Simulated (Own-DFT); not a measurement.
# Response to strain: C40 NbSi2, 36 atoms (Nb12Si24)

Calculated results; nothing here was measured. They come from Own-DFT, an in-house plane-wave density functional program, since retired, whose code no person has reviewed. Each row is one single-point run on a periodic cell that was not relaxed, without spin or spin-orbit coupling.

Settings of every run: PBE; PseudoDojo norm-conserving scalar-relativistic files; cutoff 42 hartree; 4 x 4 x 5 k mesh centred on Gamma; cold (Marzari-Vanderbilt) smearing of 0.2 eV.

Known limits: forces on such cells failed a check on a denser k mesh; stress not checked against mesh or cutoff.

Unstrained cell vectors in Å: (0.000, 8.324, 0.000); (-9.613, 0.000, 0.000); (0.000, 0.000, 6.586). The unstrained cell was taken from the Materials Project. The random moves and any unrelaxed bonds add to the pressure at no strain. Each run strains this cell uniformly, with the atoms carried along. Every atom was also moved at random, by a Gaussian of width 0.05 Å on each axis. Strain is the symmetric tensor, in per cent. Stress is positive in tension, and the pressure is minus a third of its trace.

```
run,e_xx (%),e_yy (%),e_zz (%),e_yz (%),e_xz (%),e_xy (%),s_xx (GPa),s_yy (GPa),s_zz (GPa),s_yz (GPa),s_xz (GPa),s_xy (GPa),P (GPa),E (meV/atom)
1,1.21,1.23,0.69,1.57,0.30,0.35,3.10,2.49,0.79,4.04,0.71,0.23,-2.13,12.0
2,0.26,-1.81,0.16,-0.92,-1.22,0.11,-3.02,-8.61,-3.94,-2.89,-3.64,0.37,5.19,7.2
3,-0.51,0.60,1.37,-1.58,-1.38,1.83,-3.26,0.21,2.35,-4.66,-3.89,4.98,0.23,11.4
4,1.77,-0.38,-1.99,-0.83,-0.27,2.00,1.60,-4.52,-12.75,-2.31,-0.68,5.77,5.22,32.0
5,-1.84,0.42,0.77,-1.51,-1.11,-1.20,-9.01,-1.29,-1.39,-4.61,-3.73,-3.67,3.90,10.5
6,-1.65,-0.61,-0.93,-0.90,1.27,-0.61,-10.48,-6.69,-11.26,-3.49,4.23,-2.34,9.47,31.2
7,-1.55,1.64,0.06,-1.42,-0.40,1.31,-6.15,2.00,-3.25,-4.21,-1.04,3.54,2.47,3.6
8,-1.31,0.63,1.47,-0.47,-0.66,0.66,-5.96,0.13,2.45,-1.40,-2.25,2.27,1.13,4.8
9,1.26,0.11,-1.22,1.50,-0.26,0.72,1.95,-2.18,-8.24,5.19,-1.25,2.00,2.82,0.0
10,-1.78,-1.45,1.35,0.57,0.71,-1.93,-9.96,-8.39,0.19,1.80,2.24,-6.56,6.05,18.9
11,-1.11,1.74,-0.29,-0.39,1.97,1.89,-6.01,3.01,-5.21,-1.57,6.59,5.81,2.74,19.6
12,0.91,-0.80,-1.22,-1.81,1.74,1.81,-0.92,-6.42,-10.49,-6.49,5.57,5.15,5.94,35.9
13,-0.86,1.57,-0.72,1.38,-0.01,1.75,-4.83,1.12,-6.66,5.16,-0.61,5.07,3.46,18.8
14,1.71,1.11,1.13,0.49,-0.35,-0.04,4.95,3.55,2.85,1.24,-0.69,-0.26,-3.78,4.5
15,0.62,0.35,-0.91,0.86,1.65,-0.87,-1.12,-1.27,-7.72,3.51,5.91,-2.71,3.37,18.7
16,1.62,0.62,-0.99,1.48,0.17,0.13,?,?,?,?,?,?,?,?
```

E is the free energy for each atom above the lowest run shown.

## Worked fit

Each stress component was fitted by least squares to a constant and the strains of the runs shown, as fractions, with shears doubled. Shear strains stay in the fit of a normal stress only where such slopes are resolved. The slopes, in GPa:

```
stress  at no strain  per e_xx  per e_yy  per e_zz  scatter
  s_xx          -2.8  368 ± 10   92 ± 12   65 ± 13     0.48
  s_yy          -2.7    66 ± 9  358 ± 11   82 ± 11     0.44
  s_zz          -4.1   72 ± 11   75 ± 13  480 ± 14     0.53
```

Each shear stress against twice its own strain: yz 166 ± 8, xz 165 ± 5, xy 150 ± 6 GPa. These are stiffnesses along x, y and z of the frame in which the cell vectors are given, which need not be the crystal's axes. The atoms are held to the strained lattice; where symmetry lets them move under strain, relaxing them would lower some slopes. The table should be nearly symmetric about its diagonal, and what it lacks of that shows the noise. A ninth of its sum, 184 ± 8 GPa, estimates the bulk modulus near the mean pressure of these runs, 3.1 GPa, so it lies above the value at zero pressure.

## Withheld run

Question: what normal stresses and pressure should run 16 give?

The fit gives s_xx = 3.1, s_yy = -0.2, s_zz = -7.3 and P = 1.5 GPa. The calculation gave 2.45, 0.60, -6.90 and P = 1.29 GPa.
